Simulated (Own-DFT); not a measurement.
# How strain changes the stress of wurtzite GaN, 72 atoms (Ga36N36)

These are calculations, not measurements. They come from Own-DFT, an in-house plane-wave density functional program, since retired, whose code no person has reviewed. Each row is one single-point run on a periodic cell that was not relaxed, without spin or spin-orbit coupling.

Settings of every run: PBE; PseudoDojo norm-conserving scalar-relativistic files (stringent for Ga); cutoff 96 hartree; 4 x 4 x 3 k mesh centred on Gamma; Gaussian smearing of 0.01 eV.

Known limits: forces not confirmed at this smearing and k mesh; stress not checked against mesh or cutoff.

Unstrained cell vectors in Å: (9.567, 0.000, 0.000); (-4.783, 8.285, 0.000); (0.000, 0.000, 10.370). The unstrained cell has measured lattice constants (interpolated for alloys), not those of this functional. That, the random moves and any unrelaxed bonds set the pressure at no strain. Each run strains this cell uniformly, with the atoms carried along. Every atom was also moved at random, by a Gaussian of width 0.05 Å on each axis. Strain is the symmetric tensor, in per cent. Stress is positive in tension, and the pressure is minus a third of its trace.

| run | e_xx (%) | e_yy (%) | e_zz (%) | e_yz (%) | e_xz (%) | e_xy (%) | s_xx (GPa) | s_yy (GPa) | s_zz (GPa) | s_yz (GPa) | s_xz (GPa) | s_xy (GPa) | P (GPa) | E (meV/atom) |
|---|---|---|---|---|---|---|---|---|---|---|---|---|---|---|
| 1 | 0.25 | -0.45 | -0.61 | 0.89 | -1.32 | 1.34 | -6.40 | -9.12 | -10.40 | 2.29 | -2.91 | 3.64 | 8.64 | 17.1 |
| 2 | 0.39 | 0.31 | -1.88 | 0.73 | 0.18 | 1.11 | -6.45 | -6.03 | -18.42 | 1.80 | 0.08 | 3.29 | 10.30 | 40.9 |
| 3 | 0.04 | 0.57 | 0.74 | -0.82 | -0.38 | -1.36 | -4.87 | -3.74 | -4.13 | -1.53 | -1.01 | -4.06 | 4.25 | 0.0 |
| 4 | 1.64 | -1.10 | 1.84 | 1.23 | 0.07 | -0.74 | -1.93 | -8.04 | 1.12 | 1.92 | -1.02 | -2.46 | 2.95 | 16.3 |
| 5 | -0.92 | 0.53 | 0.04 | -1.92 | -0.31 | -0.70 | -11.78 | -4.76 | -7.80 | -3.55 | -0.23 | -2.92 | 8.11 | 23.8 |
| 6 | -0.12 | 1.20 | -1.07 | -1.64 | 1.62 | -0.57 | -8.10 | -2.71 | -11.46 | -2.83 | 4.01 | -2.71 | 7.42 | 25.5 |
| 7 | -1.41 | -0.23 | -0.54 | 1.83 | -0.55 | 0.90 | -13.02 | -9.50 | -13.47 | 3.54 | -1.37 | 3.75 | 12.00 | 40.6 |
| 8 | 1.91 | -0.21 | 0.49 | 0.80 | -0.48 | -0.41 | 1.83 | -7.15 | -4.25 | 0.82 | -1.04 | -0.84 | 3.19 | 11.9 |
| 9 | -1.84 | 0.64 | 1.56 | 0.68 | 0.28 | -0.59 | -13.62 | -4.46 | -1.73 | 1.90 | 2.00 | -2.62 | 6.60 | 13.0 |
| 10 | 1.63 | -0.66 | 1.13 | 0.93 | 0.17 | 0.57 | -0.13 | -7.31 | -2.79 | 1.74 | 0.05 | 2.37 | 3.41 | 14.2 |
| 11 | 1.34 | 0.85 | 0.83 | 0.55 | -0.03 | 0.86 | -1.50 | -1.13 | -1.50 | 1.22 | -0.93 | 2.98 | 1.38 | 3.1 |
| 12 | 0.50 | 1.95 | 0.94 | -1.27 | -1.27 | -1.25 | -4.37 | 1.89 | -2.65 | -2.87 | -3.73 | -5.33 | 1.71 | 29.4 |
| 13 | 1.40 | 1.16 | 1.17 | 1.35 | 1.74 | -1.41 | -2.50 | 1.34 | -0.99 | 2.82 | 4.14 | -4.36 | 0.71 | 21.9 |
| 14 | 1.61 | 1.89 | -1.06 | -1.15 | -0.47 | -0.31 | 0.81 | 1.41 | -9.80 | -2.10 | -1.47 | -0.11 | 2.53 | 7.7 |
| 15 | 0.62 | 0.13 | -0.77 | -0.03 | 1.51 | -0.24 | -6.14 | -7.16 | -8.48 | 0.07 | 3.77 | -0.69 | 7.26 | 23.7 |
| 16 | 0.23 | 1.81 | -1.62 | -1.71 | -1.49 | -0.19 | -5.59 | -0.75 | -15.00 | -3.91 | -3.38 | -1.53 | 7.11 | 42.1 |
| 17 | 1.85 | 0.80 | 0.11 | 0.87 | 0.40 | 1.13 | ? | ? | ? | ? | ? | ? | ? | ? |

E is the free energy for each atom above the lowest run shown.

## Worked fit

Each stress component was fitted by least squares to a constant and the strains of the runs shown, as fractions, with shears doubled. Shear strains stay in the fit of a normal stress only where such slopes are resolved. The slopes, in GPa:

| stress | at no strain | per e_xx | per e_yy | per e_zz | scatter |
|---|---|---|---|---|---|
| s_xx | -7.3 | 404 ± 25 | 49 ± 32 | 22 ± 26 | 1.10 |
| s_yy | -6.8 | 77 ± 16 | 420 ± 20 | 90 ± 16 | 0.69 |
| s_zz | -8.2 | 94 ± 28 | 76 ± 36 | 473 ± 29 | 1.23 |

Each shear stress against twice its own strain: yz 95 ± 6, xz 123 ± 8, xy 156 ± 18 GPa. These are stiffnesses along x, y and z of the frame in which the cell vectors are given, which need not be the crystal's axes. The atoms are held to the strained lattice; where symmetry lets them move under strain, relaxing them would lower some slopes. The table should be nearly symmetric about its diagonal, and what it lacks of that shows the noise. A ninth of its sum, 189 ± 6 GPa, estimates the bulk modulus near the mean pressure of these runs, 5.5 GPa, so it lies above the value at zero pressure.

## Withheld run

Question: what normal stresses and pressure should run 17 give?

The fit gives s_xx = 0.6, s_yy = -1.9, s_zz = -5.3 and P = 2.2 GPa. The calculation gave 0.89, -1.24, -5.73 and P = 2.03 GPa.
